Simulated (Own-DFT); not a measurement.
Simulation results for Al₃GaN₄ (wurtzite random alloy, atoms displaced)

A calculation, not a measurement: plane-wave density functional theory by an unreviewed code, no spin, of a simulated periodic cell, stress positive in tension, run twice, with PBE and with PBEsol, both on files made for PBE, so the change isn't that of files made for PBEsol, forces on such cells passed a denser k mesh, this cell's mesh not checked; the far tail of each file's local potential was reset to the Coulomb form; each entry is a single point on an unrelaxed cell, so the pressure reflects the starting lattice, mostly measured values (interpolated for alloys), from which strain is counted, and rises with the displacements; printed positions are rounded, which can move forces by about a meV/angstrom; the program, named Own-DFT, is a retired in-house code; no spin-orbit coupling; stress was not checked against mesh or cutoff. Program: Own-DFT development build.

Entry: Al₃GaN₄ (wurtzite random alloy, atoms displaced)

```xyz
72
Lattice="9.3938 0.0000 0.0000 -4.6969 8.1352 0.0000 0.0000 0.0000 10.0655" Properties=species:S:1:pos:R:3 Al3GaN4
Al    -0.0181     1.7891    10.0072
Al     1.5277     0.8585     2.5155
N     -0.0145     1.8075     1.9280
N      1.5246     0.8989     4.4475
Al    -0.0241     1.8343     5.0291
Ga     1.5548     0.8847     7.5609
N     -0.0032     1.8346     7.0060
N      1.5443     0.9222     9.4838
Ga    -1.6282     4.5124    10.0212
Al     0.0130     3.6212     2.4954
N     -1.5529     4.5109     1.9235
N     -0.0028     3.6180     4.3828
Ga    -1.5916     4.4792     5.0607
Ga     0.0777     3.5955     7.6009
N     -1.5386     4.5145     6.8877
N      0.0014     3.6385     9.4597
Al    -3.1025     7.2348    10.0591
Al    -1.5341     6.3278     2.5230
N     -3.1605     7.2597     1.9330
N     -1.5695     6.3584     4.4731
Al    -3.0987     7.1733     5.0096
Al    -1.5223     6.2736     7.5687
N     -3.1431     7.1989     7.0121
N     -1.5746     6.3427     9.4314
Al     3.1098     1.7923    10.0246
Al     4.7353     0.8993     2.5245
N      3.1207     1.8121     1.9491
N      4.6858     0.8815     4.4361
Al     3.1286     1.8198     5.0532
Al     4.6662     0.8998     7.5596
N      3.1613     1.8084     6.9946
N      4.6871     0.9087     9.4719
Al     1.5665     4.5891    10.0481
Al     3.1367     3.6454     2.5148
N      1.6021     4.5624     1.9097
N      3.1197     3.5781     4.4228
Ga     1.5689     4.5255     5.0478
Ga     3.1373     3.6859     7.5482
N      1.5741     4.5681     6.9459
N      3.1656     3.6338     9.4558
Al     0.0082     7.2340     0.0456
Al     1.5438     6.3468     2.5135
N     -0.0458     7.1842     1.8997
N      1.5795     6.3814     4.4401
Ga     0.0298     7.2945     5.0685
Al     1.5974     6.3338     7.5469
N     -0.0217     7.2749     6.9746
N      1.5657     6.3117     9.4621
Al     6.3044     1.8289    10.0583
Al     7.8310     0.9255     2.5503
N      6.2840     1.7816     1.9377
N      7.8479     0.9128     4.4794
Al     6.3229     1.7649     5.0208
Al     7.8253     0.8976     7.4732
N      6.3126     1.8296     6.9911
N      7.8561     0.8881     9.4608
Al     4.7030     4.5121    10.0641
Al     6.2435     3.5803     2.5270
N      4.6840     4.5206     1.9009
N      6.3109     3.6437     4.4418
Al     4.7381     4.5238     5.0302
Al     6.2752     3.6253     7.4524
N      4.6696     4.5204     6.9850
N      6.2264     3.5781     9.4869
Al     3.1709     7.2219     0.0073
Ga     4.6675     6.3051     2.5314
N      3.1452     7.2513     1.8884
N      4.7517     6.3274     4.3888
Ga     3.1049     7.2238     5.0275
Al     4.6907     6.3210     7.5131
N      3.1433     7.2556     6.9458
N      4.6705     6.2898     9.4407
```

It was run with functional PBE, then PBEsol, potential files PseudoDojo norm-conserving, scalar-relativistic, standard set, wave cutoff 42 hartree, occupations Fermi-Dirac, smearing width 0.1 eV and k mesh 4 x 4 x 3 centred on Gamma.

It finds PBE pressure 5.24 GPa; PBE stress xx -5.1 GPa; PBE stress yy -5.72 GPa; PBE stress zz -4.91 GPa; PBE stress yz -0.22 GPa; PBE stress xz 0.06 GPa; PBE stress xy -0.17 GPa; PBEsol pressure 2.11 GPa; PBEsol stress xx -2.02 GPa; PBEsol stress yy -2.65 GPa; PBEsol stress zz -1.66 GPa; PBEsol stress yz -0.22 GPa; PBEsol stress xz 0.08 GPa; PBEsol stress xy -0.14 GPa; rms change of force components from PBE to PBEsol 0.069 eV/Å.

Force:
| force element | PBE force x (eV/Å) | PBE force y (eV/Å) | PBE force z (eV/Å) | PBEsol force x (eV/Å) | PBEsol force y (eV/Å) | PBEsol force z (eV/Å) |
| --- | --- | --- | --- | --- | --- | --- |
| Al | 0.17 | 0.575 | 1.183 | 0.164 | 0.587 | 1.169 |
| Al | 0.489 | 1.363 | 0.38 | 0.481 | 1.368 | 0.388 |
| N | 0.036 | 0.108 | -0.491 | 0.038 | 0.107 | -0.497 |
| N | 0.467 | -0.165 | 0.277 | 0.467 | -0.17 | 0.274 |
| Al | 1.112 | -0.09 | 0.351 | 1.116 | -0.083 | 0.374 |
| Ga | 0.369 | -0.036 | -0.186 | 0.357 | -0.021 | -0.166 |
| N | -0.578 | -0.963 | -1.811 | -0.417 | -0.855 | -1.68 |
| N | 0.274 | -0.458 | 0.665 | 0.272 | -0.466 | 0.494 |
| Ga | 0.754 | 0.208 | 0.921 | 0.744 | 0.202 | 0.905 |
| Al | 0.214 | -0.045 | -0.333 | 0.226 | -0.034 | -0.347 |
| N | -0.557 | 0.083 | 0.558 | -0.563 | 0.076 | 0.404 |
| N | 0.123 | -0.604 | 0.151 | 0.115 | -0.435 | 0.263 |
| Ga | 1.817 | 1.434 | -1.283 | 1.793 | 1.402 | -1.238 |
| Ga | -0.987 | 0.739 | -0.73 | -0.964 | 0.713 | -0.716 |
| N | -0.475 | 0.139 | 2.582 | -0.344 | 0.056 | 2.405 |
| N | 0.748 | -0.468 | 1.38 | 0.606 | -0.388 | 1.237 |
| Al | -0.997 | -0.096 | 0.077 | -1.011 | -0.108 | 0.068 |
| Al | -1.414 | -0.437 | 0.471 | -1.423 | -0.445 | 0.471 |
| N | 1.345 | -0.85 | -0.914 | 1.199 | -0.947 | -0.853 |
| N | 0.419 | -0.461 | -1.266 | 0.574 | -0.543 | -1.165 |
| Al | -0.578 | 1.619 | 0.938 | -0.588 | 1.64 | 0.953 |
| Al | -0.628 | 0.877 | -0.641 | -0.615 | 0.867 | -0.657 |
| N | 0.532 | -0.983 | -1.401 | 0.547 | -0.805 | -1.341 |
| N | 0.463 | 0.554 | 0.415 | 0.469 | 0.391 | 0.471 |
| Al | 0.377 | 0.718 | 0.999 | 0.374 | 0.721 | 0.979 |
| Al | -1.302 | -0.052 | -0.354 | -1.297 | -0.073 | -0.36 |
| N | 0.257 | -0.237 | -0.52 | 0.254 | -0.238 | -0.516 |
| N | 0.718 | 2.351 | -0.503 | 0.713 | 2.145 | -0.428 |
| Al | -0.485 | -0.689 | -0.144 | -0.501 | -0.697 | -0.131 |
| Al | 0.942 | 0.449 | 0.55 | 0.959 | 0.457 | 0.541 |
| N | -0.087 | 0.173 | -1.235 | -0.24 | 0.256 | -1.124 |
| N | 0.446 | -0.226 | 0.274 | 0.45 | -0.222 | 0.277 |
| Al | 0.372 | -1.5 | 0.621 | 0.369 | -1.509 | 0.608 |
| Al | -0.325 | -0.825 | -0.22 | -0.333 | -0.807 | -0.214 |
| N | -0.571 | -0.22 | -0.024 | -0.568 | -0.221 | -0.025 |
| N | 1.405 | 0.644 | 0.055 | 1.259 | 0.731 | 0.108 |
| Ga | -0.249 | -0.005 | -0.725 | -0.246 | -0.007 | -0.69 |
| Ga | -0.43 | -1.477 | 0.553 | -0.421 | -1.448 | 0.548 |
| N | -0.058 | 0.629 | 0.226 | -0.051 | 0.432 | 0.165 |
| N | -1.02 | -0.211 | 1.146 | -1.021 | -0.207 | 0.968 |
| Al | -0.141 | 0.031 | -1.219 | -0.138 | 0.02 | -1.225 |
| Al | 0.527 | -0.068 | -0.162 | 0.531 | -0.063 | -0.156 |
| N | 1.137 | 1.057 | 0.499 | 1.134 | 1.063 | 0.506 |
| N | -0.64 | -1.001 | -1.369 | -0.617 | -0.969 | -1.182 |
| Ga | -0.838 | -1.428 | 0.188 | -0.816 | -1.399 | 0.194 |
| Al | -0.694 | 0.823 | 0.366 | -0.695 | 0.828 | 0.345 |
| N | 0.755 | -0.911 | 0.936 | 0.754 | -0.91 | 0.759 |
| N | 0.075 | 1.199 | -0.224 | 0.079 | 1.213 | -0.226 |
| Al | -0.502 | -1.092 | -0.036 | -0.491 | -1.101 | -0.033 |
| Al | 0.585 | -0.439 | -0.521 | 0.589 | -0.455 | -0.505 |
| N | -0.234 | 0.254 | -0.122 | -0.231 | 0.254 | -0.128 |
| N | -0.048 | 0.531 | -0.956 | -0.039 | 0.342 | -0.901 |
| Al | -1.426 | 0.904 | 0.609 | -1.432 | 0.895 | 0.619 |
| Al | 0.417 | 0.302 | 1.602 | 0.422 | 0.299 | 1.599 |
| N | -1.121 | -0.479 | -1.233 | -1.13 | -0.481 | -1.224 |
| N | -0.67 | -0.071 | -0.558 | -0.676 | -0.083 | -0.568 |
| Al | -0.21 | 0.091 | -0.046 | -0.197 | 0.11 | -0.049 |
| Al | 0.491 | 0.822 | -0.381 | 0.494 | 0.831 | -0.392 |
| N | 0.509 | -1.294 | -0.005 | 0.508 | -1.11 | 0.055 |
| N | -2.378 | -1.931 | -0.649 | -2.175 | -1.824 | -0.569 |
| Al | -0.858 | -0.181 | -0.052 | -0.88 | -0.176 | -0.047 |
| Al | -0.058 | -0.01 | 1.51 | -0.052 | -0.004 | 1.514 |
| N | 2.062 | 0.85 | -1.854 | 1.871 | 0.746 | -1.773 |
| N | -0.41 | 0.161 | -1.399 | -0.258 | 0.26 | -1.356 |
| Al | -0.401 | 0.123 | -0.361 | -0.402 | 0.117 | -0.367 |
| Ga | 0.447 | 0.4 | -0.932 | 0.436 | 0.4 | -0.904 |
| N | -1.423 | 0.501 | 0.506 | -1.269 | 0.411 | 0.572 |
| N | -0.412 | -0.789 | 2.027 | -0.548 | -0.712 | 1.863 |
| Ga | 1.618 | -0.018 | 0.141 | 1.569 | -0.012 | 0.146 |
| Al | 0.106 | 0.23 | 0.936 | 0.083 | 0.23 | 0.932 |
| N | -0.139 | -0.619 | 0.621 | -0.136 | -0.625 | 0.445 |
| N | 0.765 | 0.486 | 0.144 | 0.768 | 0.483 | 0.136 |
